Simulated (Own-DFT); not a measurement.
# Around an empty site: 2H SiC, 71 atoms (C35Si36), with one C vacancy

Calculated results; nothing here was measured. They come from Own-DFT, an in-house plane-wave density functional program, since retired, whose code no person has reviewed. Each row is one single-point run on a periodic cell that was not relaxed, without spin or spin-orbit coupling.

Settings of every run: PBE; PseudoDojo norm-conserving scalar-relativistic files; cutoff 42 hartree; 4 x 4 x 3 k mesh centred on Gamma; Fermi-Dirac smearing of 0.1 eV.

Known limits: not probed for a lower state with spin; forces on such cells moved up to 12 meV/angstrom on a denser k mesh; stress not checked against mesh or cutoff.

Cell vectors in Å: (9.248, 0.000, 0.000); (-4.624, 8.009, 0.000); (0.000, 0.000, 10.068). Every atom was also moved at random, by a Gaussian of width 0.03 Å on each axis. The defect's site can differ from row to row. The empty site has 4 nearest neighbours, all Si. For each, d is its distance from the empty site and R the part of its force along the line away from it, positive outwards. The last column is the rms force component on atoms over 4.5 Å away.

```
run,d1 (Å),d2 (Å),d3 (Å),d4 (Å),R1 (eV/Å),R2 (eV/Å),R3 (eV/Å),R4 (eV/Å),far F (eV/Å)
1,1.892,1.895,1.902,1.922,-0.18,-1.01,-0.43,-0.74,0.91
2,1.850,1.900,1.914,1.921,-0.30,-0.65,-0.39,-0.66,0.84
3,1.893,1.902,1.908,1.910,-0.69,-0.64,-0.96,-1.05,0.75
4,1.853,1.892,1.915,1.929,0.03,-0.70,-0.93,-1.06,0.89
5,1.898,1.900,1.917,1.927,-0.77,-0.90,-0.81,-0.67,0.90
6,1.854,1.869,1.894,1.894,-0.14,0.06,-0.17,-0.88,1.09
7,1.881,1.902,1.912,1.912,-0.30,-0.30,-0.66,-0.57,0.83
8,1.879,1.918,1.920,1.927,-0.53,-0.64,-0.88,-0.94,0.84
9,1.870,1.872,1.889,1.919,?,?,?,?,?
```

## Worked fit

A straight line through the 32 neighbours shown gives R = -0.61 - 10.2 (d - 1.900) eV/Å, with a scatter of 0.23 left by the moves of the other atoms. The slope, with an error of 2.0, is the pull back towards the neighbour's own site. The constant, -0.61 ± 0.04 eV/Å, is the force at the mean distance: with one bond gone, the neighbours are pushed inwards, towards the empty site. It shows how a relaxation would start, not where it would end, and it depends somewhat on the width of the random moves.

## Withheld run

Question: what mean R should the neighbours of run 9 feel? Their mean d is 1.887 Å.

The line gives -0.48 ± 0.12 eV/Å, by the scatter of the means of the runs shown. The calculation gave R = -0.26, -0.27, -0.59, -0.61, a mean of -0.43 eV/Å.
